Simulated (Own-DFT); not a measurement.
Simulation results for Hf36O71 (tetragonal hafnia with one neutral oxygen vacancy, atoms displaced)

A calculation, not a measurement: plane-wave PBE and HSE06 DFT by an unreviewed code, no spin, of a simulated cell at Gamma alone, so results move with cell size and shape, stress positive in tension, energies less offsets, not probed for a lower state with spin; hafnium file: forces about 75 meV/angstrom off all-electron values; oxygen file: force components 24 meV/angstrom off all-electron in a glass; k mesh not checked against a denser one; forces and stress are PBE's, HSE06 gives the energy alone, and its difference from PBE has offsets of its own; offsets are fitted by least squares, one for each functional and potential file, so energies compare only between cells with the same atoms and settings and are not formation energies; the far tail of each file's local potential was reset to the Coulomb form; each entry is a single point on an unrelaxed cell, so the pressure reflects the starting lattice, taken from the Materials Project, from which strain is counted, and rises with the displacements; printed positions are rounded, which can move forces by about a meV/angstrom; the program is a retired in-house code; no spin-orbit coupling. Program: Own-DFT development build.

Settings shared by all entries: first functional PBE; second functional HSE06; exact exchange share 0.25; screening 0.11 1/bohr; exchange divergence Gygi-Baldereschi; potential files PseudoDojo norm-conserving, scalar-relativistic, made for PBE, standard set; wave cutoff 48 hartree; occupations fixed; k mesh 1 x 1 x 1 centred on Gamma.

(1) Hf36O71 (tetragonal hafnia with one neutral oxygen vacancy, atoms displaced)

```
Hf36O71
1.0
     10.7800     0.0000     0.0000
      0.0000    10.7800     0.0000
      0.0000     0.0000    10.4493
Hf O Hf O Hf O Hf O Hf O Hf O Hf O Hf O Hf O Hf O Hf O Hf O Hf O Hf O Hf O Hf O Hf O Hf O
2 3 2 4 2 4 2 4 2 4 2 4 2 4 2 4 2 4 2 4 2 4 2 4 2 4 2 4 2 4 2 4 2 4 2 4
Direct
  0.00500 0.99319 0.00199
  0.16497 0.16968 0.24447
  0.99856 0.16900 0.15622
  0.00128 0.16784 0.40464
  0.17021 0.99416 0.09113
  0.99545 0.00106 0.49681
  0.17032 0.17248 0.74638
  0.00429 0.16743 0.64363
  0.16926 0.99801 0.85339
  0.00314 0.16648 0.90374
  0.16484 0.00003 0.59973
  0.99622 0.33635 0.99222
  0.16836 0.49913 0.24626
  0.99837 0.50078 0.15439
  0.16877 0.34364 0.33804
  0.00331 0.49987 0.40168
  0.17153 0.33344 0.09552
  0.99735 0.33309 0.49843
  0.16966 0.50079 0.74214
  0.00206 0.49912 0.65456
  0.16018 0.32747 0.84117
  0.99158 0.50250 0.89779
  0.16425 0.33629 0.59795
  0.00173 0.66829 0.99430
  0.16948 0.83531 0.25564
  0.99550 0.83366 0.14831
  0.16566 0.66237 0.34822
  0.00155 0.82673 0.39835
  0.17159 0.66931 0.09611
  0.99656 0.66621 0.50095
  0.16752 0.83792 0.74591
  0.99915 0.84003 0.64863
  0.16611 0.66351 0.84986
  0.00346 0.83461 0.90161
  0.16031 0.66639 0.59682
  0.33728 0.00029 0.99569
  0.50645 0.16762 0.25795
  0.33157 0.16908 0.16056
  0.49817 0.00115 0.33883
  0.33828 0.16505 0.39927
  0.49797 0.99820 0.09977
  0.32798 0.99333 0.49601
  0.49902 0.16901 0.74470
  0.34079 0.16531 0.65343
  0.50293 0.99948 0.84066
  0.33623 0.16942 0.89334
  0.50187 0.99899 0.60694
  0.34142 0.33465 0.00813
  0.49830 0.50209 0.24442
  0.32886 0.48956 0.15252
  0.49960 0.33217 0.34622
  0.34274 0.50083 0.39313
  0.49164 0.33320 0.09946
  0.33413 0.32859 0.49158
  0.50535 0.49756 0.74587
  0.33678 0.49379 0.64556
  0.49608 0.33399 0.85064
  0.33009 0.49890 0.90344
  0.50552 0.33949 0.59280
  0.33058 0.66744 0.99758
  0.51091 0.83743 0.25853
  0.33307 0.83891 0.14555
  0.51010 0.66250 0.34433
  0.32852 0.83481 0.40857
  0.50135 0.66159 0.09968
  0.33596 0.66664 0.50045
  0.51147 0.83597 0.75354
  0.32661 0.83625 0.66421
  0.49937 0.66522 0.84947
  0.33424 0.83370 0.90352
  0.49490 0.66817 0.59707
  0.66808 0.99868 0.00398
  0.83273 0.16338 0.24037
  0.65884 0.16786 0.14673
  0.82986 0.99382 0.35150
  0.66205 0.16678 0.39877
  0.83600 0.00296 0.10652
  0.65655 0.99933 0.50638
  0.82750 0.17790 0.75152
  0.67307 0.17453 0.65301
  0.84575 0.99055 0.85433
  0.66657 0.16307 0.89262
  0.82937 0.00266 0.60109
  0.66608 0.33385 0.00322
  0.83122 0.49494 0.25048
  0.66683 0.50481 0.15080
  0.83229 0.32763 0.34016
  0.66803 0.50237 0.40395
  0.82901 0.33783 0.09162
  0.65987 0.33424 0.50047
  0.83316 0.49647 0.74853
  0.66993 0.50950 0.65023
  0.83517 0.32918 0.84609
  0.66587 0.51179 0.89801
  0.83956 0.33790 0.60267
  0.67211 0.67260 0.99982
  0.83443 0.83607 0.25098
  0.66593 0.82555 0.15162
  0.83386 0.67320 0.35224
  0.66710 0.83019 0.40455
  0.83672 0.66823 0.09595
  0.66741 0.67467 0.49699
  0.83784 0.83069 0.74526
  0.67098 0.82857 0.65088
  0.82981 0.66756 0.85287
  0.67067 0.83369 0.90479
  0.83225 0.66824 0.60037
```

The calculation gives: PBE energy of cell above offsets -97.382 eV; HSE06 less PBE above offsets 0.031 eV; PBE pressure 1.88 GPa; PBE stress xx -2.09 GPa; PBE stress yy -1.45 GPa; PBE stress zz -2.08 GPa; PBE stress yz -0.91 GPa; PBE stress xz 0.51 GPa; PBE stress xy 0.02 GPa.

Force:
```
element  x (eV/Å)  y (eV/Å)  z (eV/Å)
     Hf    -0.511     0.675    -1.222
     Hf     0.442     0.233     0.361
      O     0.081     0.133    -0.517
      O     0.396    -0.481     -1.02
      O    -0.191     0.712     1.582
     Hf    -0.217    -0.114     1.006
     Hf    -0.833    -1.361     0.504
      O     -0.83    -0.019     0.922
      O    -0.062     0.703    -1.013
      O    -0.402      0.05     0.371
      O     0.561    -0.056     -1.39
     Hf     1.912    -0.348     0.336
     Hf    -0.883     1.522    -0.544
      O    -0.082    -0.364    -0.446
      O     0.341    -2.923     1.654
      O    -0.948    -0.105     0.373
      O    -1.759    -0.412    -0.539
     Hf     0.698     0.214     0.426
     Hf     0.326    -0.248     1.035
      O    -0.624     0.236    -0.296
      O     -0.25     2.008     0.338
      O     0.102    -0.634     0.312
      O     1.079    -0.434    -1.165
     Hf     0.194    -0.007     0.704
     Hf     -0.22     -0.65    -1.494
      O     1.103     0.341     0.594
      O     0.632     0.989    -0.198
      O     0.526     1.657     0.085
      O    -1.136    -0.159     0.304
     Hf     0.121    -0.589    -0.564
     Hf    -1.185    -0.268      1.82
      O     0.095    -0.312    -0.266
      O    -0.051     0.374    -0.743
      O     0.214    -1.076    -0.328
      O     1.514    -0.087     0.091
     Hf    -0.744    -0.398    -0.063
     Hf    -1.717     0.392    -1.431
      O     0.659    -0.253    -0.706
      O     0.334    -0.505     2.442
      O    -0.697    -0.626     0.793
      O     1.372     0.086     -0.55
     Hf    -0.698     1.921     1.661
     Hf     0.376    -0.171     1.899
      O    -1.117     0.549    -1.512
      O     0.106     0.538     1.061
      O     0.247    -0.309     1.034
      O    -0.424    -0.182    -1.287
     Hf    -2.905    -0.044     -2.36
     Hf    -0.401     0.452     0.007
      O     1.332      0.65    -0.412
      O      0.36     0.435     0.534
      O    -0.108     0.123     1.096
      O     3.839      0.08     1.043
     Hf    -0.613     1.657     0.398
     Hf    -0.603     1.171     1.189
      O    -0.198     0.398     0.126
      O     0.989     0.207    -0.654
      O      0.03    -0.285    -0.268
      O    -1.442    -0.483     0.843
     Hf     0.983     0.279    -0.158
     Hf    -1.652    -1.971    -2.801
      O     0.526    -0.416     2.159
      O    -0.577     1.575     0.718
      O     0.172    -0.907    -1.015
      O    -0.702    -0.103    -0.256
     Hf    -1.313    -1.628     0.052
     Hf    -1.878    -1.494     0.496
      O     2.585    -0.039    -1.821
      O     0.061     0.474    -0.932
      O     0.258     0.031    -0.074
      O     0.786     0.455    -0.154
     Hf     0.093      0.33    -0.797
     Hf    -0.031    -0.617     1.192
      O     1.457     0.293    -0.384
      O     0.205     1.503    -0.011
      O    -0.192    -0.517      0.63
      O    -1.093     0.189    -0.467
     Hf     2.691     0.415    -0.455
     Hf     2.526    -3.817    -0.487
      O    -1.846     0.093    -1.307
      O    -0.999     1.284    -0.516
      O     0.442     0.421     1.352
      O     -0.68    -0.184    -0.658
     Hf    -1.285     0.631    -1.191
     Hf     0.473     1.465     0.113
      O     0.247    -1.058    -0.004
      O     0.018     0.212      0.38
      O     0.354    -0.758    -0.003
      O     0.317    -0.464     0.424
     Hf     2.223     0.579    -1.153
     Hf     0.498     1.504     0.297
      O    -0.505     -0.84     0.039
      O    -0.468     1.982     1.272
      O     0.196    -2.807     0.311
      O     -1.51    -0.055    -0.452
     Hf     -0.55    -1.133     0.477
     Hf     0.901    -1.186    -0.543
      O     0.411     0.985      0.35
      O    -0.385    -1.131    -0.399
      O    -0.989     2.517    -0.696
      O    -0.143    -0.095     0.309
     Hf     0.145    -2.707     0.927
     Hf     0.408     0.575     1.237
      O    -0.588     0.291    -0.322
      O     0.552      0.26    -1.025
      O     -0.79     1.042    -0.565
      O     0.509    -0.058    -0.046
```

(2) Hf36O71 (tetragonal hafnia with one neutral oxygen vacancy, atoms displaced)

```
Hf36O71
1.0
     10.7800     0.0000     0.0000
      0.0000    10.7800     0.0000
      0.0000     0.0000    10.4493
Hf O Hf O Hf O Hf O Hf O Hf O Hf O Hf O Hf O Hf O Hf O Hf O Hf O Hf O Hf O Hf O Hf O Hf O
2 4 2 4 2 4 2 4 2 4 2 4 2 4 2 4 2 4 2 4 2 4 2 4 2 3 2 4 2 4 2 4 2 4 2 4
Direct
  0.99925 0.99774 0.99960
  0.16724 0.16704 0.25334
  0.99873 0.16853 0.14803
  0.16471 0.00137 0.34452
  0.99687 0.16955 0.40354
  0.16907 0.99934 0.09606
  0.99728 0.00230 0.49653
  0.16602 0.16516 0.74574
  0.00034 0.16562 0.65147
  0.16466 0.99577 0.84729
  0.00149 0.16778 0.90042
  0.17142 0.00103 0.59861
  0.99693 0.33211 0.00141
  0.16464 0.49825 0.25736
  0.00064 0.50288 0.15582
  0.17144 0.33103 0.35320
  0.99808 0.49493 0.40516
  0.16838 0.33425 0.09789
  0.99780 0.33519 0.49847
  0.16864 0.50196 0.74870
  0.00401 0.50185 0.65601
  0.16983 0.33283 0.84566
  0.00052 0.49797 0.89806
  0.16393 0.33948 0.59857
  0.99863 0.66516 0.00033
  0.16763 0.83245 0.25298
  0.00468 0.83263 0.15226
  0.17139 0.66862 0.34603
  0.00336 0.83437 0.40526
  0.16811 0.66896 0.09856
  0.99914 0.66350 0.50439
  0.16527 0.82824 0.74889
  0.99993 0.83713 0.64848
  0.17168 0.66917 0.84189
  0.99895 0.83646 0.90600
  0.16793 0.66891 0.60105
  0.33325 0.00173 0.99394
  0.49737 0.16387 0.25098
  0.32862 0.16801 0.15649
  0.49618 0.00330 0.34807
  0.33308 0.16435 0.40236
  0.49730 0.00217 0.09706
  0.33463 0.00103 0.49603
  0.50367 0.17049 0.75349
  0.33434 0.17350 0.65580
  0.49939 0.99937 0.84624
  0.33132 0.16532 0.90136
  0.50295 0.99956 0.59729
  0.33288 0.33687 0.00006
  0.49154 0.50276 0.24960
  0.33161 0.50316 0.15063
  0.50207 0.33579 0.34847
  0.32587 0.50437 0.39910
  0.50162 0.33213 0.09808
  0.33169 0.33800 0.49778
  0.49619 0.50255 0.74932
  0.33296 0.49866 0.65131
  0.50147 0.33379 0.85317
  0.33182 0.50212 0.90211
  0.50240 0.33165 0.59352
  0.33052 0.66218 0.99955
  0.50533 0.83526 0.24562
  0.33296 0.83760 0.14214
  0.49986 0.66596 0.35065
  0.33242 0.83349 0.40563
  0.49777 0.66694 0.09749
  0.33058 0.66737 0.49655
  0.49660 0.83438 0.75227
  0.33229 0.82784 0.65264
  0.50021 0.66543 0.85134
  0.32933 0.83439 0.89654
  0.49900 0.66772 0.59586
  0.67016 0.99973 0.99911
  0.83152 0.17065 0.25127
  0.66561 0.16492 0.15265
  0.83523 0.99541 0.34495
  0.66516 0.16682 0.40042
  0.66333 0.00332 0.50271
  0.83258 0.17075 0.75015
  0.66714 0.17349 0.65123
  0.83464 0.00429 0.85123
  0.66365 0.16642 0.90304
  0.83229 0.99523 0.59903
  0.66990 0.33061 0.99700
  0.83534 0.50254 0.24860
  0.65934 0.49692 0.15527
  0.83212 0.33584 0.34346
  0.66739 0.50286 0.39963
  0.83698 0.33174 0.09994
  0.67000 0.33256 0.49693
  0.83722 0.50212 0.74938
  0.66639 0.49831 0.65815
  0.83249 0.33528 0.84527
  0.66585 0.50170 0.90516
  0.83213 0.32942 0.59625
  0.66222 0.66722 0.99427
  0.83169 0.83100 0.24684
  0.67038 0.82958 0.15809
  0.83098 0.67042 0.34611
  0.66525 0.83575 0.40083
  0.83121 0.66265 0.09872
  0.66657 0.66609 0.50219
  0.83450 0.83503 0.74701
  0.66461 0.83301 0.65623
  0.82972 0.66877 0.84615
  0.67075 0.83474 0.90161
  0.83254 0.66284 0.59429
```

It finds PBE energy of cell above offsets -100.952 eV; HSE06 less PBE above offsets -0.137 eV; PBE pressure 0.79 GPa; PBE stress xx 0.1 GPa; PBE stress yy -1.01 GPa; PBE stress zz -1.47 GPa; PBE stress yz -0.08 GPa; PBE stress xz 0.1 GPa; PBE stress xy 0.02 GPa.

Force:
```
element  x (eV/Å)  y (eV/Å)  z (eV/Å)
     Hf     0.463     0.888     0.541
     Hf    -0.227    -0.443    -1.181
      O    -0.105    -0.379     0.763
      O    -0.009    -0.043     0.551
      O    -0.064     0.042    -0.388
      O     -0.64     0.334    -0.134
     Hf     0.567    -0.596     0.579
     Hf     0.401    -0.365     0.919
      O    -0.559    -0.011    -0.152
      O    -0.114     0.683     -0.41
      O    -0.227       0.2     0.197
      O    -0.554     0.252    -0.694
     Hf     1.393    -0.719    -0.415
     Hf     0.564     0.091    -1.145
      O     0.305    -0.014    -0.257
      O    -0.305     0.443    -0.266
      O      0.31     1.455    -0.555
      O    -0.717     0.345     0.191
     Hf     0.433    -1.243     1.042
     Hf       0.1    -1.125     0.517
      O    -0.929     0.277    -0.813
      O     0.054     0.381     -0.05
      O    -0.135     0.636     0.713
      O     0.074    -0.172    -0.498
     Hf      0.04     0.464     0.377
     Hf     0.515     0.818    -1.324
      O    -1.046     0.147     0.084
      O    -0.562    -0.805     0.572
      O     0.157    -0.792     0.036
      O    -0.738    -0.385    -0.452
     Hf      0.29     1.208    -0.538
     Hf     0.818     1.794    -0.228
      O    -0.308    -0.597     0.448
      O    -0.575    -1.068     1.167
      O    -0.233    -1.519    -0.598
      O    -0.686     -0.42    -0.731
     Hf    -0.771    -0.968     0.624
     Hf    -0.186     1.137    -0.623
      O     0.728     0.169    -0.192
      O     0.247    -0.959    -0.004
      O    -0.042     0.871      0.16
      O     1.065    -0.146     0.007
     Hf    -0.146    -0.197     0.971
     Hf    -1.052    -0.089     -0.43
      O     0.323    -0.045    -0.367
      O     0.112     0.323    -0.071
      O     0.285     0.848      0.25
      O    -0.834     0.107      0.19
     Hf     0.147    -1.133     0.002
     Hf     1.833    -0.398     0.012
      O    -0.697    -0.252    -0.051
      O    -0.654    -0.143    -0.199
      O     0.245    -0.794      0.07
      O    -0.497    -0.181     -0.41
     Hf     0.471    -1.011     0.708
     Hf     0.908    -0.442     0.033
      O     0.253    -0.016    -0.353
      O    -0.108      0.46    -0.714
      O     0.121    -0.538    -0.469
      O    -0.353     0.332      0.24
     Hf     0.153     1.963      0.36
     Hf    -1.462    -0.298     0.419
      O     0.416    -0.463      1.54
      O    -0.301     0.537    -0.528
      O    -0.079     0.231    -0.702
      O     0.215      0.27     0.025
     Hf     0.757     0.902     0.707
     Hf    -0.461    -0.181    -0.362
      O     0.351     0.207    -0.155
      O      0.09     0.321    -0.388
      O      0.57    -0.512       0.3
      O     -0.03    -0.441     0.344
     Hf     0.102     0.163     0.444
     Hf     0.263    -0.999     -0.55
      O     0.601    -0.325    -0.112
      O     0.165     1.069    -0.451
      O     0.366    -0.172     0.119
     Hf     0.603    -0.822    -0.528
     Hf     0.732    -0.613    -0.162
      O     0.174    -0.552      0.16
      O    -0.279    -0.331    -0.166
      O     0.263    -0.295    -0.353
      O    -0.286     0.438    -0.197
     Hf    -1.037     1.123     1.149
     Hf    -2.016     0.495    -0.227
      O     1.102      0.14    -0.052
      O     0.003      0.01     0.623
      O     0.336    -0.228     1.007
      O    -0.845     0.305    -0.287
     Hf    -1.211      0.77    -0.164
     Hf    -0.772     0.214     0.312
      O      0.11       0.2    -0.305
      O    -0.151    -0.081     0.436
      O     0.267    -0.492    -0.112
      O     0.779     0.468     0.066
     Hf     0.257    -0.468     0.832
     Hf     1.361     0.488     0.525
      O    -0.838     0.597    -1.422
      O     0.575    -0.894     0.379
      O    -0.268     0.018     0.577
      O     0.308    -0.045     -0.55
     Hf    -0.855     0.182    -0.913
     Hf    -0.359     0.727     0.454
      O     0.449    -0.213    -0.198
      O     0.525    -0.294    -0.181
      O    -0.307     0.139     0.439
      O     0.519      0.04     0.595
```
